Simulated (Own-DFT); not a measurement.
# Point defects and the pressure they add: C11b WSi2

Source: density functional calculations with Own-DFT, an unreviewed in-house program that is no longer used. Nothing was measured or relaxed, and spin and spin-orbit coupling are left out.

Settings: PBE; PseudoDojo norm-conserving scalar-relativistic files; cutoff 50 hartree; 5 x 5 x 5 k mesh centred on Gamma; cold (Marzari-Vanderbilt) smearing of 0.2 eV.

Keep in mind: forces on such cells failed a check on a denser k mesh; stress not checked against mesh or cutoff.

All runs share one cell, with vectors in Å (-2.148, -5.953, 3.409); (-6.444, 2.976, 1.136); (-2.553, -2.948, -6.757) and a volume of 403.2 Å³. u is the rms random offset of the atoms per axis. The defect's site can differ from row to row.

| cell | formula | u (Å) | P (GPa) |
|---|---|---|---|
| no defect | Si20W10 | 0.0229 | 4.54 |
| no defect | Si20W10 | 0.0475 | 5.65 |
| no defect | Si20W10 | 0.0522 | 6.24 |
| one W on a Si site | Si19W11 | 0.0280 | 9.70 |
| one W on a Si site | Si19W11 | 0.0305 | 9.97 |
| one W on a Si site | Si19W11 | 0.0498 | 11.39 |
| one Si on a W site | Si21W9 | 0.0274 | 6.37 |
| one Si on a W site | Si21W9 | 0.0477 | 7.49 |
| one Si on a W site | Si21W9 | 0.0540 | 6.99 |
| one Si vacancy | Si19W10 | 0.0321 | ? |
| one Si vacancy | Si19W10 | 0.0326 | 3.31 |
| one Si vacancy | Si19W10 | 0.0416 | 4.10 |
| one Si vacancy | Si19W10 | 0.0501 | 3.72 |

## Working it out

P = P0 + c u² + a shift for each defect gives P0 = 4.36 GPa, c = 610 ± 141 GPa/Å² and a scatter of 0.40 GPa. The shifts, and each times the cell's volume:

- one W on a Si site: 5.14 ± 0.33 GPa, 12.9 eV
- one Si on a W site: 1.39 ± 0.33 GPa, 3.5 eV
- one Si vacancy: -1.72 ± 0.33 GPa, -4.3 eV

Against the defect-free cell, a freed cell would be larger where the shift is positive and smaller where it is negative (160.2 GPa Å³ is 1 eV). The atoms around the defects weren't relaxed, which would change these numbers.

## Test on the hidden row

Question: what pressure belongs in the blank (one Si vacancy, u = 0.0321 Å)?

Estimate: 3.26 ± 0.47 GPa. The hidden result is 3.54 GPa.
